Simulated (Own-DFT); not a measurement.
# Strain and stress in wurtzite AlGaN with randomly placed atoms, 72 atoms (Al27Ga9N36)

These are calculations, not measurements. The program, named Own-DFT, is a retired in-house plane-wave density functional code that no person has reviewed. Each row is one single-point run on a periodic cell that was not relaxed, without spin or spin-orbit coupling.

Settings of every run: PBE; PseudoDojo norm-conserving scalar-relativistic files; cutoff 42 hartree; 4 x 4 x 3 k mesh centred on Gamma; Fermi-Dirac smearing of 0.1 eV.

Known limits: forces on such cells passed a denser k mesh, each cell not checked; stress not checked against mesh or cutoff.

Unstrained cell vectors in Å: (9.394, 0.000, 0.000); (-4.697, 8.135, 0.000); (0.000, 0.000, 10.066). The unstrained cell has measured lattice constants (interpolated for alloys), not those of this functional. That, the random moves and any unrelaxed bonds set the pressure at no strain. Each run strains this cell uniformly, with the atoms carried along. Every atom was also moved at random, by a Gaussian of width 0.05 Å on each axis. The random placing of the alloy's atoms differs from row to row. Strain is the symmetric tensor, in per cent. Stress is positive in tension, and the pressure is minus a third of its trace.

| run | e_xx (%) | e_yy (%) | e_zz (%) | s_xx (GPa) | s_yy (GPa) | s_zz (GPa) | P (GPa) | E (meV/atom) |
|---|---|---|---|---|---|---|---|---|
| 1 | 2.50 | 2.50 | 0.00 | 4.51 | 7.53 | -2.22 | -3.27 | 6.5 |
| 2 | -2.00 | -2.00 | 0.00 | -18.32 | -18.02 | -10.62 | 15.65 | 30.2 |
| 3 | -2.50 | -2.50 | 0.00 | -24.64 | -22.56 | -12.34 | 19.85 | 88.3 |
| 4 | -2.75 | -2.75 | 0.00 | -25.66 | -23.60 | -10.87 | 20.04 | 56.2 |
| 5 | 2.00 | 2.00 | 0.00 | 4.26 | 5.32 | -6.02 | -1.19 | 0.0 |
| 6 | 2.75 | 2.75 | 0.00 | 6.42 | 8.02 | -4.02 | -3.47 | 20.2 |
| 7 | -1.75 | -1.75 | 0.00 | -17.61 | -18.35 | -7.91 | 14.62 | 32.9 |
| 8 | -0.75 | -0.75 | 0.00 | -9.56 | -12.07 | -7.09 | 9.57 | 5.9 |
| 9 | 1.00 | 1.00 | 0.00 | ? | ? | ? | ? | ? |

E is the free energy for each atom above the lowest run shown.

## Worked fit

The change of volume is close to e_xx + e_yy + e_zz. A straight line through the runs shown gives P = 7.73 - 216 x (fractional change of volume) GPa, with an error of 8 on the slope and a scatter of 0.99 GPa. The strain isn't the same on all axes and the cell isn't cubic, so the slope belongs to this path and is not the bulk modulus.

## Withheld run

Question: what pressure should run 9 give? Its volume changes by 2.01 %.

The line gives 3.4 GPa. The calculation gave 2.62 GPa.
